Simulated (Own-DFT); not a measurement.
# Response to strain: C40 NbSi2, 36 atoms (Nb12Si24)

No measurement is shown. These are fixed-geometry runs of a retired plane-wave code named Own-DFT, which no person has reviewed; spin and spin-orbit coupling are neglected.

All runs used: PBE; PseudoDojo norm-conserving scalar-relativistic files; cutoff 42 hartree; 4 x 4 x 5 k mesh centred on Gamma; cold (Marzari-Vanderbilt) smearing of 0.2 eV.

Limits: forces on such cells failed a check on a denser k mesh; stress not checked against mesh or cutoff.

Unstrained cell vectors in Å: (0.000, 8.324, 0.000); (-9.613, 0.000, 0.000); (0.000, 0.000, 6.586). The unstrained cell was taken from the Materials Project. The random moves and any unrelaxed bonds add to the pressure at no strain. The cell is deformed uniformly in each run, and the atoms keep their fractional places. Each coordinate of each atom was shifted by a normal deviate of width 0.05 Å. Strain is the symmetric tensor, in per cent. Stress is positive in tension, and the pressure is minus a third of its trace.

| run | e_xx (%) | e_yy (%) | e_zz (%) | e_yz (%) | e_xz (%) | e_xy (%) | s_xx (GPa) | s_yy (GPa) | s_zz (GPa) | s_yz (GPa) | s_xz (GPa) | s_xy (GPa) | P (GPa) | E (meV/atom) |
|---|---|---|---|---|---|---|---|---|---|---|---|---|---|---|
| 1 | -1.23 | 0.20 | -0.54 | -0.08 | -0.96 | -1.26 | -7.84 | -2.72 | -6.82 | -0.11 | -2.90 | -4.76 | 5.79 | 3.4 |
| 2 | 1.78 | -0.47 | -1.49 | -1.08 | 1.44 | -1.33 | 2.50 | -3.91 | -9.74 | -3.93 | 4.46 | -3.44 | 3.72 | 8.8 |
| 3 | -1.69 | -0.50 | -0.89 | 1.64 | -1.66 | -1.46 | -10.51 | -6.96 | -10.53 | 5.67 | -5.65 | -4.87 | 9.33 | 32.4 |
| 4 | 0.97 | 1.70 | 0.22 | -0.79 | -1.31 | -1.71 | 2.23 | 3.69 | -0.61 | -2.16 | -3.74 | -4.43 | -1.77 | 4.9 |
| 5 | -0.03 | 1.79 | 1.92 | 1.23 | 1.55 | -0.51 | -0.24 | 5.14 | 5.23 | 2.78 | 4.11 | -1.43 | -3.38 | 11.3 |
| 6 | -0.62 | 1.56 | -1.29 | 0.51 | 0.40 | -0.07 | -4.09 | 1.60 | -9.01 | 1.16 | 0.75 | -0.36 | 3.83 | 0.0 |
| 7 | 1.97 | -1.21 | 0.82 | -1.91 | -0.32 | 0.94 | 4.30 | -5.48 | 0.66 | -5.31 | -0.72 | 2.44 | 0.17 | 8.7 |
| 8 | 1.29 | -1.34 | 0.03 | 0.45 | 1.74 | -0.18 | 1.00 | -6.11 | -4.02 | 1.20 | 5.17 | -0.17 | 3.04 | 6.4 |
| 9 | 0.69 | 1.31 | 1.51 | -1.78 | -0.13 | 0.08 | 2.21 | 3.42 | 3.63 | -4.71 | -0.54 | -0.08 | -3.09 | 7.3 |
| 10 | 1.45 | -0.20 | -1.27 | 0.79 | -1.22 | -1.02 | 1.15 | -2.83 | -9.16 | 2.83 | -4.21 | -2.52 | 3.61 | 14.7 |
| 11 | -0.90 | -1.63 | -0.62 | -0.77 | 0.02 | -1.77 | -9.02 | -10.60 | -9.10 | -2.06 | -0.57 | -6.04 | 9.57 | 34.4 |
| 12 | 1.32 | 0.56 | -1.85 | -1.41 | -0.31 | -1.11 | 1.62 | -1.44 | -10.69 | -4.75 | -0.77 | -2.99 | 3.50 | 8.2 |
| 13 | 0.70 | 1.75 | 1.56 | 0.51 | -1.39 | -1.82 | 1.93 | 5.13 | 4.44 | 1.18 | -4.30 | -5.23 | -3.83 | 9.9 |
| 14 | -0.03 | -1.82 | -1.78 | -1.14 | 0.59 | -1.23 | -6.98 | -12.01 | -13.97 | -3.86 | 2.25 | -4.26 | 10.99 | 44.4 |
| 15 | -0.62 | -0.61 | -0.05 | 0.60 | 0.38 | -0.30 | ? | ? | ? | ? | ? | ? | ? | ? |

E is the free energy per atom, counted from the lowest run shown.

## Analysis

Regress every stress component on the fractional strains (shears doubled) of the visible runs, with a constant. Shear strains stay in the fit of a normal stress only where such slopes are resolved. The slopes, in GPa:

| stress | at no strain | per e_xx | per e_yy | per e_zz | scatter |
|---|---|---|---|---|---|
| s_xx | -3.1 | 390 ± 11 | 106 ± 11 | 64 ± 12 | 0.47 |
| s_yy | -3.0 | 84 ± 14 | 374 ± 14 | 71 ± 15 | 0.60 |
| s_zz | -4.3 | 90 ± 11 | 82 ± 11 | 439 ± 11 | 0.45 |

The slope of each shear stress on twice its own strain, from a fit on all six strains: yz 149 ± 5, xz 151 ± 4, xy 140 ± 4 GPa. These are stiffnesses along x, y and z of the frame in which the cell vectors are given, which need not be the crystal's axes. No internal relaxation is included, and where it is allowed it would reduce some of the slopes. The table should be nearly symmetric about its diagonal, and what it lacks of that shows the noise. A ninth of the table's sum, 189 ± 4 GPa, estimates the bulk modulus near the mean pressure of these runs, 3.0 GPa, so it lies above the value at zero pressure.

## Check

Question: what normal stresses and pressure should run 15 give?

From the fit: s_xx = -6.2, s_yy = -5.8, s_zz = -5.5 and P = 5.8 GPa. Computed: -4.87, -4.66, -4.62 and P = 4.72 GPa.
